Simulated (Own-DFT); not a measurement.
# Stretching a layer in its plane: wurtzite AlGaN with randomly placed atoms, 72 atoms (Al12Ga24N36)

Source: density functional calculations with Own-DFT, an unreviewed in-house program that is no longer used. Nothing was measured or relaxed, and spin and spin-orbit coupling are left out.

All runs used: PBE; PseudoDojo norm-conserving scalar-relativistic files; cutoff 42 hartree; 4 x 4 x 3 k mesh centred on Gamma; Fermi-Dirac smearing of 0.05 eV.

Keep in mind: forces on such cells passed a denser k mesh, each cell not checked; stress not checked against mesh or cutoff.

Unstrained cell vectors in Å: (9.490, 0.000, 0.000); (-4.745, 8.219, 0.000); (0.000, 0.000, 10.235). The unstrained cell has measured lattice constants (interpolated for alloys), not those of this functional. That, the random moves and any unrelaxed bonds set the pressure at no strain. Each run strains x and y alike by e, as a substrate would, and holds the height along z. All atoms carry random offsets, Gaussian with a width of 0.05 Å per axis. The random placing of the alloy's atoms differs from row to row. Stress is positive in tension.

| e (%) | u (Å) | (s_xx + s_yy)/2 (GPa) | s_zz (GPa) |
|---|---|---|---|
| -3.00 | 0.048 | -25.90 | -12.74 |
| -2.75 | 0.051 | -22.92 | -15.10 |
| -2.50 | 0.049 | -21.94 | -12.87 |
| -2.00 | 0.050 | -18.96 | -11.79 |
| -1.00 | 0.047 | -13.11 | -8.83 |
| -0.75 | 0.050 | -10.88 | -9.99 |
| -0.50 | 0.054 | ? | ? |
| 1.50 | 0.054 | 0.33 | -6.65 |
| 2.00 | 0.052 | 2.94 | -5.07 |
| 2.25 | 0.049 | 4.25 | -6.08 |

## Analysis

With e as a fraction, the in-plane stress is -7.1 + 544 e - 2088 e² GPa (errors 9 and 648, scatter 0.47), and s_zz is -8.8 + 159 e GPa (slope ± 18, scatter 1.07). At e = 0 the first slope is C11 + C12 and the second 2 C13, both with the ions held to the strained lattice and at the cell's own pressure. The term in e² is negative: the layer stiffens under compression and softens under tension. A free layer would change its height as e changes, and the in-plane slope would drop by 2 C13²/C33 to the biaxial modulus. At fixed height, a misfit of 1 % moves the in-plane stress by about 5.4 GPa and s_zz by 1.6 GPa.

## Check

Asked: what are the two stresses at e = -0.50 %?

The fit gives -9.9 and -9.6 GPa. The calculation gave -11.29 and -6.86 GPa. That is outside the usual scatter, by luck or through something left out of the fit.
